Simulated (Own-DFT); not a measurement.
# What random displacements cost in 4H SiC, 72 atoms (C36Si36)

These are calculations, not measurements. They come from Own-DFT, an in-house plane-wave density functional program, since retired, whose code no person has reviewed. Each row is one single-point run on a periodic cell that was not relaxed, without spin or spin-orbit coupling.

Settings of every run: PBE; PseudoDojo norm-conserving scalar-relativistic files; cutoff 42 hartree; 4 x 4 x 3 k mesh centred on Gamma; Fermi-Dirac smearing of 0.1 eV.

Known limits, some of them of some rows only: some atoms lie very close together; forces on such cells passed a denser k mesh, each cell not checked; stress not checked against mesh or cutoff.

Cell vectors in Å: (9.248, 0.000, 0.000); (-4.624, 8.009, 0.000); (0.000, 0.000, 10.068). In each run every atom was moved at random and independently from its ideal site; u is the rms move along one axis. E is the free energy for each atom above the fitted value at u = 0, and F the rms of the force components.

```
run   u (Å)  E (meV/atom)  F (eV/Å)  largest force (eV/Å)  P (GPa)
  1  0.0309          36.9     0.889                  2.88     3.79
  2  0.0324          40.2     0.929                  3.65     3.91
  3  0.0607         144.2     1.809                  5.49     6.53
  4  0.0611             ?         ?                     ?        ?
  5  0.0624         151.3     1.967                 10.73     6.77
  6  0.0970         389.4     3.560                 21.01    12.72
  7  0.1061         404.5     3.360                 13.83    12.45
  8  0.1082         452.1     3.553                 16.14    14.34
```

## Worked fit

For small independent moves the energy grows as E = (3/2) K u², with K the mean stiffness felt by one atom. The runs with u up to 0.11 Å give K = 25.8 ± 0.7 eV/Å², with residuals divided by u² + 0.0006 Å², since the noise grows with the moves. The scatter is 5.1 meV/atom at u = 0.05 Å. The forces follow F = G u with G = 31.5 eV/Å²; no force at u = 0 is resolved. G exceeds K because the moves of its neighbours add to the force on an atom, and stiffness differs between atoms. The pressure follows P = 3.03 + 936 u² GPa: at fixed volume, shortened bonds push harder than stretched ones pull.

## Withheld run

Question: what energy and rms force should run 4 give?

The fit gives 145 ± 8 meV/atom and about 1.92 eV/Å. The calculation gave 131.9 meV/atom and 1.718 eV/Å.
